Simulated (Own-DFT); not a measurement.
SiGe (diamond-structure random alloy, atoms displaced) (calculated)

Computed with Own-DFT development build. A calculation, not a measurement: plane-wave density functional theory by an unreviewed code, no spin, of a simulated periodic cell, stress positive in tension, run twice, with PBE and with PBEsol, both on files made for PBE, so the change isn't that of files made for PBEsol, forces on such cells passed a denser k mesh, this cell's mesh not checked; the far tail of each file's local potential was reset to the Coulomb form; each entry is a single point on an unrelaxed cell, so the pressure reflects the starting lattice, mostly measured values (interpolated for alloys), from which strain is counted, and rises with the displacements; printed positions are rounded, which can move forces by about a meV/angstrom; the program, named Own-DFT, is a retired in-house code; no spin-orbit coupling; stress was not checked against mesh or cutoff.

Settings shared by all entries: functional PBE, then PBEsol; potential files PseudoDojo norm-conserving, scalar-relativistic, standard set; wave cutoff 42 hartree; occupations Fermi-Dirac; smearing width 0.1 eV; k mesh 3 x 3 x 3 centred on Gamma.

(1) SiGe (diamond-structure random alloy, atoms displaced)

```cif
# cell vector a (Å): 11.0890 0.0000 0.0000
# cell vector b (Å): 0.0000 11.0890 0.0000
# cell vector c (Å): 0.0000 0.0000 11.0890
data_SiGe
_symmetry_space_group_name_H-M 'P 1'
_symmetry_Int_Tables_number 1
_cell_length_a 11.0890
_cell_length_b 11.0890
_cell_length_c 11.0890
_cell_angle_alpha 90.000
_cell_angle_beta 90.000
_cell_angle_gamma 90.000
_cell_volume 1363.57
loop_
_atom_site_label
_atom_site_type_symbol
_atom_site_fract_x
_atom_site_fract_y
_atom_site_fract_z
_atom_site_occupancy
Ge1 Ge 0.00667 0.00555 0.99882 1
Si1 Si 0.00741 0.25857 0.25529 1
Si2 Si 0.25427 0.00837 0.25006 1
Si3 Si 0.25418 0.25070 0.99732 1
Ge2 Ge 0.12671 0.11817 0.12073 1
Ge3 Ge 0.13320 0.37189 0.37546 1
Ge4 Ge 0.37360 0.12449 0.36745 1
Si4 Si 0.36643 0.36055 0.13073 1
Ge5 Ge 0.99855 0.00323 0.49525 1
Si5 Si 0.99357 0.25712 0.75196 1
Ge6 Ge 0.24756 0.99389 0.75301 1
Si6 Si 0.25240 0.25245 0.50159 1
Ge7 Ge 0.12741 0.12513 0.61867 1
Ge8 Ge 0.12633 0.38056 0.87075 1
Si7 Si 0.38125 0.13173 0.87486 1
Si8 Si 0.37909 0.37002 0.62762 1
Si9 Si 0.00462 0.49876 0.00127 1
Si10 Si 0.99876 0.75528 0.25675 1
Ge9 Ge 0.25744 0.50348 0.26120 1
Si11 Si 0.23749 0.75393 0.99357 1
Si12 Si 0.12366 0.62622 0.12258 1
Ge10 Ge 0.11996 0.87047 0.37586 1
Ge11 Ge 0.37681 0.62553 0.37069 1
Si13 Si 0.37600 0.87345 0.12660 1
Si14 Si 0.99830 0.49957 0.48963 1
Ge12 Ge 0.99007 0.76218 0.74751 1
Ge13 Ge 0.24757 0.50766 0.75402 1
Ge14 Ge 0.24963 0.74341 0.48736 1
Si15 Si 0.10554 0.63260 0.62470 1
Ge15 Ge 0.12094 0.87435 0.87296 1
Ge16 Ge 0.37406 0.63051 0.87201 1
Si16 Si 0.37414 0.88199 0.62644 1
Si17 Si 0.50286 0.99615 0.99858 1
Ge17 Ge 0.50643 0.25493 0.24618 1
Ge18 Ge 0.73990 0.99002 0.24744 1
Ge19 Ge 0.74601 0.25196 0.99372 1
Ge20 Ge 0.62907 0.12602 0.12597 1
Ge21 Ge 0.62052 0.36644 0.36855 1
Si18 Si 0.87823 0.12096 0.37629 1
Ge22 Ge 0.87261 0.37467 0.12668 1
Si19 Si 0.51017 0.99854 0.51026 1
Ge23 Ge 0.50944 0.25166 0.74462 1
Si20 Si 0.74890 0.00397 0.75066 1
Si21 Si 0.74330 0.24521 0.49300 1
Si22 Si 0.62989 0.13361 0.62410 1
Si23 Si 0.63558 0.37923 0.88053 1
Ge24 Ge 0.87464 0.13009 0.87525 1
Si24 Si 0.87063 0.37877 0.63289 1
Si25 Si 0.50078 0.49984 0.00124 1
Ge25 Ge 0.50318 0.75459 0.23949 1
Si26 Si 0.75290 0.50200 0.25980 1
Ge26 Ge 0.74596 0.74606 0.99747 1
Ge27 Ge 0.62152 0.63321 0.11961 1
Ge28 Ge 0.62420 0.87372 0.38135 1
Si27 Si 0.87001 0.61913 0.36961 1
Ge29 Ge 0.87761 0.87611 0.12302 1
Si28 Si 0.49623 0.50324 0.50100 1
Ge30 Ge 0.50676 0.75553 0.75074 1
Ge31 Ge 0.75224 0.50056 0.74126 1
Si29 Si 0.75063 0.74603 0.50765 1
Si30 Si 0.63218 0.62319 0.63887 1
Si31 Si 0.62537 0.87844 0.87957 1
Si32 Si 0.87331 0.63453 0.86386 1
Ge32 Ge 0.88196 0.88177 0.61570 1
```

The calculation gives: PBE pressure 3.58 GPa; PBE stress xx -3.66 GPa; PBE stress yy -3.61 GPa; PBE stress zz -3.46 GPa; PBE stress yz -0.18 GPa; PBE stress xz -0.6 GPa; PBE stress xy 0 GPa; PBEsol pressure 1.26 GPa; PBEsol stress xx -1.34 GPa; PBEsol stress yy -1.3 GPa; PBEsol stress zz -1.16 GPa; PBEsol stress yz -0.18 GPa; PBEsol stress xz -0.59 GPa; PBEsol stress xy 0.01 GPa; rms change of force components from PBE to PBEsol 0.061 eV/Å.

Force:
```csv
force element,PBE force x (eV/Å),PBE force y (eV/Å),PBE force z (eV/Å),PBEsol force x (eV/Å),PBEsol force y (eV/Å),PBEsol force z (eV/Å)
Ge,-1.49,-0.728,-0.528,-1.441,-0.707,-0.506
Si,-0.986,-1.686,-0.809,-0.93,-1.612,-0.827
Si,-0.724,-2.123,-0.665,-0.745,-2.033,-0.617
Si,-0.592,-0.435,-0.349,-0.684,-0.435,-0.362
Ge,0.892,2.089,1.168,0.82,1.987,1.084
Ge,-0.42,0.661,0.818,-0.359,0.695,0.761
Ge,1.272,0.484,1.867,1.274,0.519,1.79
Si,0.834,2.012,-0.633,0.843,1.987,-0.517
Ge,0.889,0.339,-0.216,0.908,0.263,-0.15
Si,0.795,-0.401,-0.659,0.828,-0.44,-0.589
Ge,0.859,1.524,-0.117,0.754,1.476,-0.106
Si,0.831,-0.382,0.074,0.77,-0.418,0.02
Ge,-0.421,0.633,1.023,-0.428,0.535,0.988
Ge,-0.276,-0.904,0.899,-0.223,-0.834,0.84
Si,-0.06,-0.907,0.074,-0.044,-0.889,-0.007
Si,-0.722,1.246,-0.499,-0.697,1.216,-0.403
Si,-0.934,0.885,-0.339,-0.93,0.786,-0.357
Si,-0.62,-1.605,-1.369,-0.598,-1.488,-1.337
Ge,-1.216,-0.974,-2.643,-1.168,-0.941,-2.484
Si,1.527,-0.624,1.43,1.502,-0.596,1.314
Si,-0.045,0.228,0.74,-0.01,0.192,0.78
Ge,1.127,1.37,-0.618,1.106,1.342,-0.52
Ge,1.983,0.538,0.451,1.857,0.545,0.399
Si,-1.272,0.978,-1.111,-1.212,0.909,-1.046
Si,-0.459,-0.123,1.285,-0.404,-0.176,1.222
Ge,0.587,-0.72,0.072,0.577,-0.604,0.056
Ge,-0.046,-0.097,-2.058,-0.045,-0.096,-1.919
Ge,-0.407,0.802,2.505,-0.396,0.783,2.358
Si,1.442,-0.91,-0.739,1.442,-0.848,-0.679
Ge,-0.201,0.132,0.124,-0.244,0.185,0.072
Ge,0.424,0.165,1.107,0.404,0.155,1.003
Si,0.435,-1.099,-0.895,0.373,-1.119,-0.834
Si,-0.779,0.728,0.351,-0.737,0.763,0.396
Ge,-1.661,-1.502,-0.948,-1.557,-1.491,-0.875
Ge,1.72,1.081,0.517,1.642,1.026,0.468
Ge,0.759,-0.347,1.209,0.793,-0.397,1.227
Ge,-0.75,-0.482,-0.815,-0.701,-0.435,-0.753
Ge,1.049,2.407,1.836,0.968,2.289,1.725
Si,-0.943,1.098,-1.262,-0.91,0.994,-1.237
Ge,0.44,0.507,0.226,0.391,0.461,0.181
Si,-1.263,0.803,-0.331,-1.224,0.778,-0.404
Ge,-0.243,0.499,1.277,-0.236,0.487,1.246
Si,-0.043,-0.205,-0.312,0.037,-0.202,-0.305
Si,1.61,0.414,0.647,1.55,0.467,0.578
Si,0.308,-1.452,-0.112,0.255,-1.376,-0.049
Si,-1.644,0.985,-1.079,-1.561,0.924,-1.097
Ge,0.23,-0.5,-0.548,0.221,-0.482,-0.452
Si,0.88,-1.116,-2.716,0.803,-1.04,-2.637
Si,-0.822,-0.749,0.078,-0.818,-0.658,0.088
Ge,-0.624,0.175,1.492,-0.555,0.12,1.478
Si,-1.375,-0.595,-1.821,-1.422,-0.664,-1.855
Ge,1.196,0.936,-0.796,1.142,0.908,-0.697
Ge,0.613,-2.368,0.735,0.603,-2.209,0.721
Ge,-0.193,-0.828,0.565,-0.179,-0.8,0.453
Si,0.946,1.57,1.33,0.946,1.577,1.319
Ge,-0.009,-0.486,-0.019,-0.053,-0.438,-0.048
Si,0.84,-0.46,0.68,0.82,-0.435,0.59
Ge,-0.505,0.287,-0.237,-0.532,0.24,-0.193
Ge,0.29,-0.089,2.309,0.287,-0.084,2.264
Si,0.244,-0.499,-0.602,0.252,-0.407,-0.589
Si,-1.637,0.814,-2.36,-1.612,0.788,-2.225
Si,0.476,0.348,-0.608,0.484,0.24,-0.599
Si,0.174,-1.465,1.298,0.141,-1.405,1.242
Ge,-2.294,0.119,0.625,-2.141,0.121,0.612
```

(2) SiGe (diamond-structure random alloy, atoms displaced)

```cif
# cell vector a (Å): 11.0890 0.0000 0.0000
# cell vector b (Å): 0.0000 11.0890 0.0000
# cell vector c (Å): 0.0000 0.0000 11.0890
data_SiGe
_symmetry_space_group_name_H-M 'P 1'
_symmetry_Int_Tables_number 1
_cell_length_a 11.0890
_cell_length_b 11.0890
_cell_length_c 11.0890
_cell_angle_alpha 90.000
_cell_angle_beta 90.000
_cell_angle_gamma 90.000
_cell_volume 1363.57
loop_
_atom_site_label
_atom_site_type_symbol
_atom_site_fract_x
_atom_site_fract_y
_atom_site_fract_z
_atom_site_occupancy
Si1 Si 0.01336 0.00279 0.00019 1
Ge1 Ge 0.00816 0.25310 0.25554 1
Si2 Si 0.24101 0.99623 0.26065 1
Ge2 Ge 0.24679 0.25201 0.99600 1
Ge3 Ge 0.12606 0.12863 0.12189 1
Si3 Si 0.11579 0.36325 0.37946 1
Ge4 Ge 0.37983 0.12309 0.37453 1
Ge5 Ge 0.37836 0.37984 0.12572 1
Si4 Si 0.99705 0.99872 0.49983 1
Si5 Si 0.00206 0.24679 0.75226 1
Ge6 Ge 0.24956 0.99739 0.74700 1
Ge7 Ge 0.25002 0.25331 0.50060 1
Ge8 Ge 0.11812 0.12732 0.62486 1
Ge9 Ge 0.12229 0.38328 0.86387 1
Si6 Si 0.37700 0.12490 0.88026 1
Ge10 Ge 0.37587 0.37141 0.63050 1
Ge11 Ge 0.00218 0.50272 0.00060 1
Ge12 Ge 0.99828 0.74705 0.25053 1
Ge13 Ge 0.24337 0.49013 0.24616 1
Si7 Si 0.24026 0.75208 0.00687 1
Si8 Si 0.12765 0.62935 0.13020 1
Ge14 Ge 0.12275 0.87776 0.37088 1
Si9 Si 0.37810 0.62536 0.37635 1
Si10 Si 0.37869 0.87937 0.13122 1
Ge15 Ge 0.00360 0.49447 0.49242 1
Si11 Si 0.99668 0.75114 0.75432 1
Si12 Si 0.24860 0.50385 0.75395 1
Ge16 Ge 0.25382 0.75265 0.50361 1
Ge17 Ge 0.11943 0.61657 0.62779 1
Ge18 Ge 0.11526 0.86427 0.88178 1
Ge19 Ge 0.37707 0.61773 0.87502 1
Si13 Si 0.37574 0.86727 0.62980 1
Si14 Si 0.50328 0.00355 0.99862 1
Si15 Si 0.49584 0.25031 0.24513 1
Ge20 Ge 0.74917 0.00372 0.24606 1
Si16 Si 0.75900 0.25424 0.00965 1
Si17 Si 0.62910 0.12828 0.12610 1
Si18 Si 0.61437 0.37065 0.37669 1
Si19 Si 0.88060 0.12403 0.37195 1
Ge21 Ge 0.86850 0.37191 0.12159 1
Ge22 Ge 0.49514 0.99904 0.50613 1
Si20 Si 0.49712 0.24866 0.74771 1
Ge23 Ge 0.74780 0.00362 0.75492 1
Si21 Si 0.74118 0.24935 0.50803 1
Si22 Si 0.62271 0.11762 0.62513 1
Si23 Si 0.61700 0.37465 0.87174 1
Ge24 Ge 0.87309 0.11885 0.87393 1
Ge25 Ge 0.87288 0.38473 0.62828 1
Ge26 Ge 0.49518 0.49381 0.99982 1
Si24 Si 0.50112 0.73717 0.25510 1
Si25 Si 0.74779 0.50570 0.25434 1
Si26 Si 0.74729 0.75313 0.99772 1
Ge27 Ge 0.62700 0.62611 0.12835 1
Si27 Si 0.61783 0.88612 0.37894 1
Si28 Si 0.88039 0.62389 0.37991 1
Ge28 Ge 0.86704 0.86684 0.12066 1
Ge29 Ge 0.50056 0.50188 0.51059 1
Ge30 Ge 0.49876 0.75373 0.75362 1
Si29 Si 0.75443 0.50245 0.74665 1
Si30 Si 0.76184 0.75422 0.49507 1
Si31 Si 0.62108 0.62998 0.63224 1
Si32 Si 0.62668 0.87755 0.88348 1
Ge31 Ge 0.87372 0.62619 0.87452 1
Ge32 Ge 0.86241 0.87505 0.63075 1
```

The calculation gives: PBE pressure 3.28 GPa; PBE stress xx -3.14 GPa; PBE stress yy -3.28 GPa; PBE stress zz -3.4 GPa; PBE stress yz -0.63 GPa; PBE stress xz -0.39 GPa; PBE stress xy -0.22 GPa; PBEsol pressure 0.98 GPa; PBEsol stress xx -0.86 GPa; PBEsol stress yy -0.99 GPa; PBEsol stress zz -1.09 GPa; PBEsol stress yz -0.61 GPa; PBEsol stress xz -0.38 GPa; PBEsol stress xy -0.21 GPa; rms change of force components from PBE to PBEsol 0.052 eV/Å.

Force:
```csv
force element,PBE force x (eV/Å),PBE force y (eV/Å),PBE force z (eV/Å),PBEsol force x (eV/Å),PBEsol force y (eV/Å),PBEsol force z (eV/Å)
Si,-2.214,-0.616,0.116,-2.165,-0.604,0.106
Ge,-2.052,-1.123,-1.459,-2,-1.116,-1.505
Si,1.929,1.201,-1.976,1.853,1.207,-1.893
Ge,0.71,0.524,-0.312,0.654,0.538,-0.262
Ge,0.578,-0.543,1.07,0.569,-0.438,1.049
Si,2.201,1.422,0.085,2.162,1.386,0.085
Ge,-1.075,0.269,-0.392,-1.055,0.254,-0.3
Ge,-0.967,-1.527,0.09,-0.987,-1.431,0.043
Si,-0.519,0.017,0.137,-0.461,-0.028,0.178
Si,-1.11,0.68,-0.185,-1.08,0.666,-0.181
Ge,0.057,-0.135,0.885,-0.001,-0.117,0.853
Ge,0.039,-0.569,-0.086,0.078,-0.587,-0.04
Ge,0.417,-0.5,-0.398,0.482,-0.489,-0.391
Ge,-0.104,-0.942,0.85,-0.114,-0.916,0.907
Si,-0.069,-0.086,-0.858,-0.164,-0.071,-0.844
Ge,-0.762,0.882,0.224,-0.752,0.866,0.14
Ge,-0.076,0.206,0.548,-0.108,0.17,0.487
Ge,-0.263,-0.153,-0.072,-0.252,-0.077,-0.067
Ge,-0.075,1.031,1.536,-0.026,0.963,1.455
Si,1.964,-0.22,0.12,1.932,-0.187,0.028
Si,-0.27,-0.681,-0.369,-0.319,-0.723,-0.311
Ge,-0.746,-0.797,1.627,-0.747,-0.852,1.589
Si,-0.872,-0.897,0.232,-0.912,-0.934,0.289
Si,-0.511,-0.575,0.024,-0.498,-0.562,0.029
Ge,-0.65,0.304,0.55,-0.635,0.305,0.625
Si,-0.53,-0.4,-1.018,-0.523,-0.39,-0.991
Si,0.657,-0.386,-0.998,0.65,-0.38,-0.979
Ge,-0.507,-0.739,-0.535,-0.551,-0.724,-0.533
Ge,0.489,1.206,0.077,0.464,1.163,0.01
Ge,1.121,0.912,-0.639,1.113,0.91,-0.648
Ge,-1.198,1.461,0.606,-1.094,1.415,0.601
Si,-0.308,1.073,-0.202,-0.313,1.05,-0.198
Si,-0.143,0.009,0.913,-0.138,0.012,0.906
Si,0.879,-0.273,0.274,0.773,-0.267,0.263
Ge,-0.054,-0.295,0.815,-0.019,-0.327,0.762
Si,-2.558,-1.642,-2.492,-2.43,-1.596,-2.449
Si,-0.592,0.504,-0.617,-0.533,0.445,-0.565
Si,0.915,0.339,0.023,0.856,0.379,0.061
Si,-0.845,0.305,0.964,-0.835,0.314,0.861
Ge,1.664,1.977,2.119,1.706,1.947,2.072
Ge,0.004,-0.457,0.445,-0.034,-0.402,0.391
Si,0.647,-1.053,0.745,0.584,-0.993,0.673
Ge,-1.304,-0.599,-0.204,-1.179,-0.591,-0.196
Si,0.716,-0.11,-1.056,0.753,-0.067,-1.008
Si,-0.145,1.231,0.476,-0.149,1.112,0.474
Si,1.671,-0.403,-0.04,1.607,-0.352,0.01
Ge,1.317,1.316,1.402,1.238,1.234,1.318
Ge,0.376,-1.915,-0.492,0.418,-1.836,-0.519
Ge,1.621,0.788,-0.187,1.517,0.796,-0.146
Si,-0.121,2.217,-0.009,-0.054,2.144,-0.065
Si,0.194,-1.069,0.599,0.178,-1.048,0.509
Si,-0.402,-0.961,-0.285,-0.334,-1.004,-0.227
Ge,-0.018,-0.11,-0.739,-0.047,-0.138,-0.754
Si,1.074,-1.809,-0.761,1.045,-1.7,-0.743
Si,-0.685,-0.026,-0.627,-0.572,-0.036,-0.619
Ge,1.345,1.382,0.094,1.321,1.356,0.167
Ge,0.018,0.13,-0.878,-0.027,0.085,-0.816
Ge,0.644,-0.071,0.654,0.597,-0.114,0.671
Si,-1.941,0.53,1.046,-1.816,0.517,1.029
Si,-2.313,-0.461,0.071,-2.247,-0.397,0.116
Si,1.707,0.05,-0.827,1.59,0.061,-0.812
Si,-0.483,0.073,-0.469,-0.471,0.079,-0.559
Ge,-0.374,0.12,0.118,-0.322,0.08,0.152
Ge,1.905,-0.01,-0.355,1.824,0.039,-0.29
```

(3) SiGe (diamond-structure random alloy, atoms displaced)

```cif
# cell vector a (Å): 11.0890 0.0000 0.0000
# cell vector b (Å): 0.0000 11.0890 0.0000
# cell vector c (Å): 0.0000 0.0000 11.0890
data_SiGe
_symmetry_space_group_name_H-M 'P 1'
_symmetry_Int_Tables_number 1
_cell_length_a 11.0890
_cell_length_b 11.0890
_cell_length_c 11.0890
_cell_angle_alpha 90.000
_cell_angle_beta 90.000
_cell_angle_gamma 90.000
_cell_volume 1363.57
loop_
_atom_site_label
_atom_site_type_symbol
_atom_site_fract_x
_atom_site_fract_y
_atom_site_fract_z
_atom_site_occupancy
Ge1 Ge 0.00053 0.99209 0.00792 1
Si1 Si 0.99968 0.25708 0.24344 1
Si2 Si 0.24895 0.00239 0.25755 1
Si3 Si 0.25034 0.25194 0.99072 1
Si4 Si 0.12783 0.12089 0.12360 1
Si5 Si 0.11833 0.37351 0.37806 1
Si6 Si 0.37021 0.12313 0.36949 1
Ge2 Ge 0.36970 0.37424 0.12445 1
Ge3 Ge 0.99587 0.99238 0.49745 1
Ge4 Ge 0.99999 0.25276 0.74875 1
Ge5 Ge 0.23954 0.00691 0.76203 1
Si7 Si 0.24746 0.26031 0.50542 1
Ge6 Ge 0.13122 0.12188 0.61776 1
Ge7 Ge 0.11725 0.38200 0.88099 1
Ge8 Ge 0.38378 0.12927 0.87607 1
Si8 Si 0.37779 0.37499 0.63786 1
Ge9 Ge 0.99659 0.50080 0.00695 1
Si9 Si 0.99722 0.74875 0.24786 1
Ge10 Ge 0.24774 0.51079 0.24574 1
Ge11 Ge 0.24859 0.74619 0.00841 1
Ge12 Ge 0.12123 0.62120 0.12062 1
Si10 Si 0.12848 0.87918 0.38930 1
Si11 Si 0.37244 0.62552 0.37917 1
Ge13 Ge 0.37457 0.87454 0.12853 1
Ge14 Ge 0.00427 0.49228 0.50295 1
Ge15 Ge 0.99692 0.74397 0.75435 1
Ge16 Ge 0.25927 0.48857 0.74807 1
Ge17 Ge 0.24535 0.74100 0.50527 1
Ge18 Ge 0.11415 0.63203 0.61801 1
Si12 Si 0.13771 0.87048 0.87434 1
Ge19 Ge 0.37503 0.62223 0.87938 1
Ge20 Ge 0.37291 0.87611 0.63145 1
Ge21 Ge 0.50827 0.99666 0.00287 1
Ge22 Ge 0.50135 0.25324 0.24886 1
Ge23 Ge 0.75560 0.00225 0.24867 1
Si13 Si 0.75321 0.24194 0.00701 1
Ge24 Ge 0.62011 0.11870 0.11713 1
Ge25 Ge 0.61951 0.37232 0.38934 1
Si14 Si 0.87543 0.11942 0.36772 1
Ge26 Ge 0.87508 0.36322 0.12058 1
Si15 Si 0.49707 0.01414 0.50066 1
Si16 Si 0.49181 0.24954 0.74720 1
Si17 Si 0.74142 0.99833 0.74298 1
Ge27 Ge 0.76018 0.24288 0.49500 1
Si18 Si 0.63101 0.12300 0.63440 1
Si19 Si 0.62493 0.37222 0.87616 1
Si20 Si 0.88133 0.12179 0.87397 1
Ge28 Ge 0.87605 0.38012 0.61786 1
Ge29 Ge 0.50472 0.49992 0.99782 1
Ge30 Ge 0.50222 0.73965 0.24330 1
Ge31 Ge 0.74901 0.50167 0.24690 1
Si21 Si 0.74576 0.74984 0.00008 1
Si22 Si 0.62456 0.62916 0.12846 1
Si23 Si 0.62463 0.87223 0.37528 1
Si24 Si 0.87622 0.62906 0.37442 1
Si25 Si 0.87774 0.87336 0.13234 1
Si26 Si 0.49114 0.50587 0.49810 1
Si27 Si 0.49241 0.74158 0.74267 1
Ge32 Ge 0.75487 0.49279 0.74881 1
Si28 Si 0.75707 0.74956 0.50280 1
Si29 Si 0.61776 0.62534 0.63371 1
Si30 Si 0.63072 0.87477 0.87411 1
Si31 Si 0.87248 0.62924 0.88356 1
Si32 Si 0.86594 0.86409 0.62849 1
```

The calculation gives: PBE pressure 3.43 GPa; PBE stress xx -3.5 GPa; PBE stress yy -3.49 GPa; PBE stress zz -3.31 GPa; PBE stress yz -0.19 GPa; PBE stress xz 0.1 GPa; PBE stress xy 0.45 GPa; PBEsol pressure 1.15 GPa; PBEsol stress xx -1.2 GPa; PBEsol stress yy -1.2 GPa; PBEsol stress zz -1.04 GPa; PBEsol stress yz -0.17 GPa; PBEsol stress xz 0.08 GPa; PBEsol stress xy 0.48 GPa; rms change of force components from PBE to PBEsol 0.052 eV/Å.

Force:
```csv
force element,PBE force x (eV/Å),PBE force y (eV/Å),PBE force z (eV/Å),PBEsol force x (eV/Å),PBEsol force y (eV/Å),PBEsol force z (eV/Å)
Ge,0.479,0.018,-1.103,0.471,0.019,-1.078
Si,0.952,-1.873,1.191,0.881,-1.794,1.114
Si,-0.638,-0.595,-0.408,-0.604,-0.643,-0.454
Si,-0.504,-0.412,1.119,-0.459,-0.369,1.053
Si,0.307,0.934,0.244,0.259,0.878,0.189
Si,1.095,-0.076,-1.015,1.06,0.006,-0.981
Si,0.347,1.42,1.092,0.381,1.458,1.043
Ge,0.113,0.153,-0.422,0.155,0.189,-0.378
Ge,-0.861,0.459,0.927,-0.808,0.479,0.938
Ge,0.051,-0.488,-0.123,0.08,-0.426,-0.15
Ge,1.541,-0.151,-0.756,1.538,-0.101,-0.79
Si,0.966,-0.586,-0.873,0.919,-0.614,-0.816
Ge,-1.02,0.603,0.211,-1.022,0.55,0.259
Ge,0.978,-0.787,-0.844,0.92,-0.734,-0.852
Ge,-0.793,-0.5,0.431,-0.782,-0.552,0.426
Si,0.524,-0.434,-3.008,0.459,-0.361,-2.916
Ge,-1.128,0.036,-0.824,-1.042,-0.004,-0.775
Si,0.868,0.464,1.055,0.921,0.415,1.005
Ge,0.175,-1.425,1.47,0.158,-1.38,1.346
Ge,0.397,0.471,-1.114,0.421,0.409,-1.052
Ge,-0.63,1.192,1.151,-0.563,1.114,1.082
Si,0.12,-1.191,-2.206,0.108,-1.18,-2.075
Si,-0.036,0.077,-0.776,-0.095,0.135,-0.821
Ge,-0.19,0.455,0.466,-0.148,0.391,0.416
Ge,-0.545,1.57,-1.501,-0.551,1.54,-1.37
Ge,0.02,1.226,0.645,0.07,1.154,0.572
Ge,-2.27,2.131,1.074,-2.252,2.119,1.119
Ge,1.194,1.743,-0.783,1.128,1.686,-0.681
Ge,0.668,-1.977,1.483,0.646,-1.914,1.424
Si,-1.946,-0.467,0.895,-1.903,-0.461,0.883
Ge,-0.01,0.234,-0.614,-0.039,0.179,-0.553
Ge,-0.089,0.691,-0.534,-0.156,0.665,-0.519
Ge,-1.381,-1.299,-1.55,-1.367,-1.209,-1.455
Ge,-0.416,-0.711,0.242,-0.378,-0.661,0.205
Ge,-1.308,-0.991,-0.041,-1.316,-0.941,-0.077
Si,-0.651,-0.294,-2.209,-0.641,-0.284,-2.091
Ge,1.494,1.542,1.911,1.409,1.457,1.883
Ge,0.374,0.571,-0.934,0.403,0.502,-0.958
Si,1.349,0.957,-0.044,1.286,0.906,-0.011
Ge,-0.622,1.325,0.537,-0.594,1.374,0.521
Si,0.488,-1.292,-0.027,0.456,-1.297,0.005
Si,2.427,-0.056,0.322,2.358,-0.121,0.376
Si,1.807,-0.729,1.58,1.804,-0.724,1.566
Ge,-0.821,-0.232,0.823,-0.807,-0.142,0.808
Si,-1.46,1.288,-1.573,-1.413,1.335,-1.593
Si,0.415,-0.943,-0.093,0.402,-0.859,-0.085
Si,-1.025,-0.288,0.039,-0.928,-0.284,0.036
Ge,-0.253,-1.4,0.668,-0.229,-1.355,0.651
Ge,0.284,-0.12,0.722,0.194,-0.101,0.698
Ge,-0.679,1.325,1.975,-0.706,1.335,1.892
Ge,0.058,-0.285,0.783,0.063,-0.334,0.76
Si,0.462,0.603,0.713,0.451,0.601,0.716
Si,0.914,-1.194,-1.604,0.844,-1.218,-1.524
Si,0.049,0.461,0.536,0.04,0.454,0.456
Si,0.186,-0.622,0.136,0.182,-0.702,0.136
Si,-0.724,-0.722,-0.753,-0.727,-0.613,-0.754
Si,0.49,-0.548,1.563,0.527,-0.591,1.506
Si,0.63,1.231,1.691,0.51,1.235,1.688
Ge,-1.051,1.164,0.893,-0.975,1.094,0.823
Si,-1.835,-0.77,-0.564,-1.819,-0.777,-0.572
Si,1.122,-0.556,-1.557,1.168,-0.602,-1.507
Si,-0.837,-0.815,-0.784,-0.878,-0.766,-0.735
Si,-0.339,-0.854,-0.3,-0.273,-0.888,-0.342
Si,0.72,1.338,0.346,0.808,1.32,0.369
```
